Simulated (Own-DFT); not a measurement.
# Bulk modulus against bond length in tetrahedral crystals

The numbers are computed, not measured, by runs of the plane-wave DFT program Own-DFT (in-house, retired, unreviewed) at fixed positions, with no spin and no spin-orbit coupling.

Limits (not all hold for every row): forces on such cells moved up to 12 meV/angstrom on a denser k mesh; forces not confirmed at this smearing and k mesh; k mesh not checked against a denser one; forces on such cells passed a denser k mesh, each cell not checked; stress not checked against mesh or cutoff.

All runs are PBE with PseudoDojo norm-conserving files; cutoff and k mesh are each material's own. Every cell starts from measured lattice constants and was given uniform random strains and small random moves of its atoms. Each triple is the change of volume in per cent, the rms move u in Å and the pressure in GPa.

- 4H SiC (C36Si36), 10.36 Å³/atom unstrained: (-3.36, 0.043, 13.29); (-2.44, 0.047, 10.62); (-1.13, 0.055, 8.75); (-1.04, 0.051, 7.47); (-0.71, 0.050, 7.18); (0.35, 0.051, 4.25); (1.44, 0.044, 1.62)
- wurtzite AlN (Al36N36), 10.45 Å³/atom unstrained: (-2.09, 0.048, 10.71); (-1.40, 0.050, 8.71); (-1.18, 0.054, 8.24); (-1.06, 0.050, 7.78); (-0.82, 0.048, 7.46); (1.21, 0.050, 3.94); (2.11, 0.052, 1.65)
- wurtzite GaN (Ga48N48), 11.42 Å³/atom unstrained: (-3.16, 0.052, 13.83); (-1.63, 0.051, 10.66); (0.55, 0.049, 6.07); (0.86, 0.050, 6.31); (1.30, 0.049, 4.86); (1.38, 0.052, 4.78); (1.81, 0.051, 3.90)
- diamond silicon (Si64), 20.02 Å³/atom unstrained: (-3.87, 0.054, 6.72); (-3.02, 0.048, 5.84); (-1.94, 0.047, 4.75); (-0.82, 0.046, 3.19); (1.33, 0.049, 1.40); (1.78, 0.047, 0.89); (3.39, 0.053, -0.41)
- zincblende GaAs (As32Ga32), 22.58 Å³/atom unstrained: (-2.87, 0.051, 6.66); (-1.42, 0.052, 5.65); (-1.37, 0.050, 5.13); (-0.58, 0.044, 4.40); (1.15, 0.050, 3.16); (1.58, 0.051, 2.89); (2.11, 0.053, 2.48)
- zincblende InP (In48P48), 25.27 Å³/atom unstrained: withheld
- grey tin (Sn64), 34.15 Å³/atom unstrained: (-3.70, 0.053, 5.96); (-2.13, 0.048, 4.81); (-1.53, 0.050, 4.60); (-0.58, 0.044, 4.01); (0.83, 0.053, 3.36); (0.98, 0.050, 3.35); (1.82, 0.050, 2.83)

## Working it out

Fit a line to each set against the fractional change of volume; B is minus its slope, and u is nearly the same within a set. To take it to zero pressure, assume that B rises by 4 GPa for each GPa: B0 = B - 4 x (mean pressure). The bond length of an ideal tetrahedral crystal with the unstrained volume v is d = (√3/4)(8 v)^(1/3). Cohen's empirical rule reads B0 = (1971 - 220 L) d^(-3.5) GPa, with L = 0 for group IV crystals and SiC and 1 for III-V compounds.

| material | L | d (Å) | B (GPa) | mean P (GPa) | B0 (GPa) | rule (GPa) |
|---|---|---|---|---|---|---|
| 4H SiC (C36Si36) | 0 | 1.888 | 239 ± 12 | 7.6 | 209 ± 12 | 213 |
| wurtzite AlN (Al36N36) | 1 | 1.893 | 201 ± 9 | 6.9 | 173 ± 9 | 188 |
| wurtzite GaN (Ga48N48) | 1 | 1.950 | 198 ± 6 | 7.2 | 169 ± 6 | 169 |
| diamond silicon (Si64) | 0 | 2.352 | 99 ± 3 | 3.2 | 87 ± 3 | 99 |
| zincblende GaAs (As32Ga32) | 1 | 2.448 | 84 ± 4 | 4.3 | 67 ± 4 | 76 |
| zincblende InP (In48P48) | 1 | 2.541 | ? | ? | ? | 67 |
| grey tin (Sn64) | 0 | 2.810 | 55 ± 2 | 4.1 | 38 ± 2 | 53 |

A line through ln[B0/(1971 - 220 L)] against ln d has a slope of -4.2 ± 0.1 and a scatter of 5 %. Against the rule, B0 stands at 98 % for 4H SiC, 93 % for wurtzite AlN, 100 % for wurtzite GaN, 88 % for diamond silicon, 87 % for zincblende GaAs, 72 % for grey tin. PBE tends to make silicon and heavier crystals too soft, and the rule itself is only a guide.

## The run left out

Question: what B0 does the fitted trend give for zincblende InP (In48P48)?

Estimate: 54 GPa. Its own runs give B = 76 ± 1 GPa at a mean pressure of 3.0 GPa, so B0 = 65 GPa. It lies off the trend of the others.
